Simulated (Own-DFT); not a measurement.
# Computed records: SiC (4H silicon carbide, atoms displaced)

A calculation, not a measurement: plane-wave PBE density functional theory by an unreviewed code, no spin, of a simulated periodic cell, stress positive in tension, free energy of the whole cell less one offset for each atom, forces on such cells passed a denser k mesh, this cell's mesh not checked; offsets are fitted by least squares, one for each functional and potential file, so energies compare only between cells with the same atoms and settings and are not formation energies; the far tail of each file's local potential was reset to the Coulomb form; each entry is a single point on an unrelaxed cell, so the pressure reflects the starting lattice, mostly measured values (interpolated for alloys), from which strain is counted, and rises with the displacements; printed positions are rounded, which can move forces by about a meV/angstrom; the program, named Own-DFT, is a retired in-house code; no spin-orbit coupling. Program: Own-DFT development build.

Common to all runs: functional PBE; potential files PseudoDojo norm-conserving, scalar-relativistic, standard set; wave cutoff 42 hartree; occupations Fermi-Dirac; smearing width 0.1 eV; hardware one NVIDIA H100; k mesh 4 x 4 x 3 centred on Gamma.

(1) SiC (4H silicon carbide, atoms displaced)

```
cell vectors (Å)
   9.2481     0.0000     0.0000
  -4.6241     8.0091     0.0000
   0.0000     0.0000    10.0681
atoms (fractions of the cell vectors)
Si  0.99904  0.00677  0.40561
Si  0.10490  0.22270  0.15286
C   0.99279  0.99858  0.09711
C   0.11676  0.23927  0.33894
Si  0.99465  0.33487  0.41253
Si  0.10116  0.55713  0.15267
C   0.99286  0.31022  0.10204
C   0.10811  0.55602  0.34025
Si  0.00025  0.66895  0.40526
Si  0.11303  0.88858  0.15022
C   0.98284  0.65421  0.10315
C   0.13009  0.89993  0.34620
Si  0.33690  0.00192  0.40934
Si  0.43028  0.20273  0.15100
C   0.32845  0.99654  0.08689
C   0.44456  0.22797  0.35378
Si  0.33824  0.33047  0.40202
Si  0.44686  0.54399  0.15425
C   0.33841  0.34145  0.10118
C   0.43588  0.54854  0.35199
Si  0.32720  0.67109  0.40396
Si  0.44538  0.89593  0.16011
C   0.33427  0.66669  0.10541
C   0.44607  0.90220  0.33614
Si  0.65609  0.99975  0.40387
Si  0.77239  0.21203  0.14984
C   0.66476  0.99557  0.09296
C   0.77363  0.22201  0.34326
Si  0.65049  0.32401  0.40317
Si  0.77276  0.54720  0.15377
C   0.67244  0.32526  0.09836
C   0.77125  0.54594  0.35275
Si  0.67137  0.66205  0.40485
Si  0.78124  0.89898  0.15183
C   0.65719  0.65492  0.10033
C   0.77553  0.88657  0.33670
Si  0.01218  0.00451  0.90270
Si  0.90122  0.77543  0.65688
C   0.99867  0.00397  0.59140
C   0.88488  0.78602  0.84627
Si  0.99095  0.67302  0.90561
Si  0.89318  0.44544  0.65845
C   0.00584  0.66469  0.59792
C   0.87377  0.42846  0.83381
Si  0.01197  0.34343  0.90828
Si  0.88114  0.10553  0.64765
C   0.98932  0.32997  0.59344
C   0.89239  0.12511  0.84198
Si  0.66562  0.99486  0.90580
Si  0.55976  0.78186  0.65337
C   0.67637  0.00946  0.59849
C   0.55894  0.79842  0.86063
Si  0.65316  0.65773  0.89405
Si  0.55725  0.44196  0.65401
C   0.67130  0.66376  0.59990
C   0.55649  0.42821  0.83733
Si  0.67260  0.33934  0.91074
Si  0.55066  0.10752  0.66238
C   0.65708  0.33365  0.60421
C   0.54449  0.09389  0.84526
Si  0.34332  0.00566  0.89659
Si  0.21639  0.78442  0.64597
C   0.32562  0.99230  0.59848
C   0.20903  0.75746  0.83894
Si  0.34318  0.67129  0.90167
Si  0.21463  0.45101  0.65371
C   0.33371  0.66614  0.58537
C   0.22356  0.43034  0.84612
Si  0.33827  0.33739  0.90840
Si  0.23098  0.12512  0.66345
C   0.32567  0.33704  0.58861
C   0.21538  0.10466  0.84660
```

The calculation gives: free energy of cell above offsets -2.035 eV; pressure 6.46 GPa; stress xx -9.23 GPa; stress yy -6.18 GPa; stress zz -3.97 GPa; stress yz 0.13 GPa; stress xz 0.24 GPa; stress xy -1.03 GPa; wall time 349.4 s.

Force:
```csv
element,x (eV/Å),y (eV/Å),z (eV/Å)
Si,0.808,0.351,-0.972
Si,3.611,-1.074,2.137
C,2.637,0.508,-1.626
C,0.088,-2.238,1.07
Si,0.34,0.332,-2.271
Si,2.747,-1.701,1.139
C,-3.535,4.846,-3.223
C,-0.735,0.233,0.947
Si,0.142,-0.183,-0.138
Si,-1.395,-0.543,1.731
C,1.361,2.568,-2.765
C,-3.266,-1.61,-1.029
Si,-0.19,1.18,0.675
Si,0.576,3.653,1.599
C,0.442,-0.981,-0.617
C,-0.176,-3.329,-3.079
Si,-3.571,1.282,1.275
Si,-2.486,3.533,3.222
C,-0.004,-4.678,-2.602
C,1.233,1.832,-1.375
Si,1.406,-0.92,-1.516
Si,0.542,-1.731,-2.361
C,-0.545,-0.203,-2.05
C,0.056,-1.553,2.631
Si,2.533,0.581,0.314
Si,1.072,0.131,2.071
C,-1.09,0.296,-0.39
C,-0.26,-0.348,0.013
Si,3.512,1.611,2.202
Si,-1.928,-0.442,2.211
C,-2.58,0.23,-1.333
C,0.928,0.818,-1.581
Si,-2.346,0.522,0.366
Si,-0.388,-3.276,0.869
C,1.62,1.775,-2.432
C,-0.162,0.349,1.62
Si,-4.706,-0.407,1.447
Si,-2.548,1.184,-0.059
C,1.301,-0.679,0.543
C,0.454,-1.125,-0.617
Si,1.135,-1.869,0.183
Si,-1.983,-0.881,-1.394
C,-1.445,-0.607,-1.781
C,1.904,2.672,3.237
Si,-1.922,-1.982,0.396
Si,2.57,2.12,2.86
C,1.104,0.535,0.232
C,0.886,-1.961,-0.124
Si,0.747,6.189,1.559
Si,-0.044,-0.145,0.406
C,-3.688,-2.662,-2.093
C,1.685,-7.186,-4.741
Si,1.008,0.974,2.383
Si,-2.446,0.443,-0.199
C,-0.073,0.979,-0.403
C,-2.397,2.04,1.164
Si,0.225,-2.834,-0.158
Si,0.365,0.568,-0.651
C,2.746,-1.573,-2.524
C,2.401,3.177,-0.241
Si,-3.187,-3.471,1.5
Si,2.804,-2.557,2.771
C,0.422,3.38,-0.938
C,-0.005,2.242,0.242
Si,-2.42,-1.374,2.251
Si,1.397,-1.458,-0.109
C,-0.724,1.588,1.77
C,-0.675,3.539,-1.21
Si,1.081,-1.731,0.588
Si,-1.35,-1.349,-1.921
C,1.194,0.176,1.281
C,3.19,2.221,-0.375
```

(2) SiC (4H silicon carbide, atoms displaced)

```
cell vectors (Å)
   9.2481     0.0000     0.0000
  -4.6241     8.0091     0.0000
   0.0000     0.0000    10.0681
atoms (fractions of the cell vectors)
Si  0.99899  0.99597  0.40853
Si  0.10924  0.21305  0.15889
C   0.99598  0.00321  0.09328
C   0.10858  0.22174  0.34895
Si  0.00169  0.34433  0.41346
Si  0.11249  0.54538  0.15512
C   0.99877  0.32896  0.09761
C   0.11137  0.56631  0.35017
Si  0.98495  0.65808  0.41080
Si  0.09723  0.87284  0.15003
C   0.00192  0.67372  0.09388
C   0.11148  0.89082  0.34950
Si  0.34105  0.00300  0.41317
Si  0.44748  0.22573  0.16074
C   0.34066  0.00680  0.10661
C   0.44569  0.22506  0.33248
Si  0.31524  0.32633  0.40468
Si  0.43135  0.55154  0.15254
C   0.33621  0.33177  0.09950
C   0.44870  0.55734  0.33755
Si  0.33180  0.66311  0.40520
Si  0.45017  0.88989  0.16556
C   0.32888  0.67014  0.09867
C   0.44301  0.88693  0.33917
Si  0.65785  0.98765  0.40997
Si  0.78104  0.22647  0.15962
C   0.66528  0.98916  0.09410
C   0.77734  0.21637  0.34982
Si  0.66139  0.33124  0.40108
Si  0.77920  0.55582  0.15648
C   0.67321  0.33996  0.09846
C   0.78262  0.56682  0.34247
Si  0.66207  0.66519  0.40394
Si  0.77373  0.90435  0.15543
C   0.65909  0.66625  0.09845
C   0.76705  0.88427  0.34874
Si  0.99502  0.99969  0.91000
Si  0.89889  0.78607  0.65206
C   0.98382  0.00680  0.58890
C   0.90329  0.78727  0.83693
Si  0.00705  0.67375  0.90200
Si  0.89622  0.45026  0.66085
C   0.00396  0.66085  0.59621
C   0.89435  0.43719  0.84925
Si  0.99704  0.33774  0.91489
Si  0.88518  0.10238  0.65004
C   0.00207  0.34106  0.60143
C   0.89671  0.11988  0.84452
Si  0.66456  0.99106  0.89804
Si  0.54913  0.77411  0.65792
C   0.67213  0.01365  0.59825
C   0.55015  0.77869  0.84653
Si  0.67361  0.66863  0.90268
Si  0.54741  0.44391  0.65045
C   0.66780  0.67638  0.59336
C   0.56176  0.45436  0.85061
Si  0.64982  0.31961  0.90599
Si  0.56623  0.11428  0.66425
C   0.67465  0.34000  0.59451
C   0.55058  0.10921  0.84627
Si  0.33639  0.01491  0.91434
Si  0.22275  0.78160  0.65205
C   0.32321  0.99186  0.59213
C   0.22131  0.77121  0.83642
Si  0.32396  0.65118  0.91377
Si  0.23612  0.44846  0.66608
C   0.33430  0.67008  0.60373
C   0.21563  0.44328  0.84662
Si  0.33028  0.32908  0.91278
Si  0.22492  0.11984  0.64955
C   0.33356  0.32803  0.58486
C   0.22022  0.10815  0.84350
```

The calculation gives: free energy of cell above offsets -4.730 eV; pressure 5.59 GPa; stress xx -5.25 GPa; stress yy -5.53 GPa; stress zz -5.98 GPa; stress yz -1.28 GPa; stress xz -0.41 GPa; stress xy 0.97 GPa; wall time 360.6 s.

Force:
```csv
element,x (eV/Å),y (eV/Å),z (eV/Å)
Si,-1.258,0.189,-1.164
Si,0.003,1.458,0.553
C,0.652,-1.499,0.341
C,-1.914,-0.77,-1.052
Si,0.147,-1.174,0.092
Si,-2.077,2.011,1.519
C,0.682,-0.061,0.195
C,0.466,-1.705,-1.344
Si,2.195,2.58,0.005
Si,0.845,5.192,3.085
C,0.679,-4.176,-1.595
C,0.129,-0.831,-0.51
Si,-1.363,-0.305,-2.675
Si,0.541,0.029,-1.94
C,-0.851,-1.282,-2.008
C,-0.752,-0.341,4.971
Si,3.455,1.822,-1.401
Si,2.112,0.93,0.515
C,-1.37,-0.48,-0.884
C,-1.932,-1.352,1.323
Si,0.233,0.525,0.789
Si,-0.975,0.276,-2.943
C,0.426,-0.762,-0.594
C,0.018,-0.182,3.52
Si,-0.007,2.087,0.219
Si,-0.437,-1.419,0.318
C,-3.918,3.64,-1.857
C,-0.534,0.65,-0.627
Si,0.879,0.698,0.881
Si,-1.099,1.47,-0.328
C,-0.46,-1.508,-0.931
C,-1.081,-2.505,0.038
Si,0.323,0.362,0.22
Si,3.964,-4.311,1.989
C,0.981,0.646,-1.165
C,1.527,0.881,-1.031
Si,0.442,0.798,-1.146
Si,-0.85,-0.847,-0.001
C,5.953,-2.065,-0.312
C,-1.489,-0.855,0.955
Si,0.108,-1.393,0.344
Si,-0.472,-1.31,0.811
C,-1.699,1.656,-0.569
C,-3.651,1.809,-0.43
Si,1.441,-1.678,-1.17
Si,-2.586,4.637,2.946
C,1.832,-0.992,-0.831
C,-0.874,-1.652,-0.266
Si,-0.007,2.052,1.858
Si,0.694,1.822,0.548
C,-0.359,-3.174,-0.786
C,0.947,-2.04,-0.532
Si,-0.638,1.513,1.43
Si,2.542,0.962,1.028
C,0.515,-1.413,-0.145
C,-1,-2.661,-1.78
Si,2.343,3.269,0.853
Si,-2.553,0.902,-1.369
C,-1.27,-0.533,-0.046
C,0.656,-0.756,0.225
Si,0.819,-3.3,-0.215
Si,0.326,-1.311,1.331
C,1.093,2.679,0.765
C,0.288,1.375,2.046
Si,-0.291,3.328,-1.213
Si,-2.617,-0.608,-1.713
C,0.34,-0.741,-2.392
C,1.774,-1.333,1.311
Si,-0.037,0.831,-0.661
Si,-0.532,-2.625,1.352
C,-0.79,1.56,1.433
C,-0.628,1.312,-0.179
```
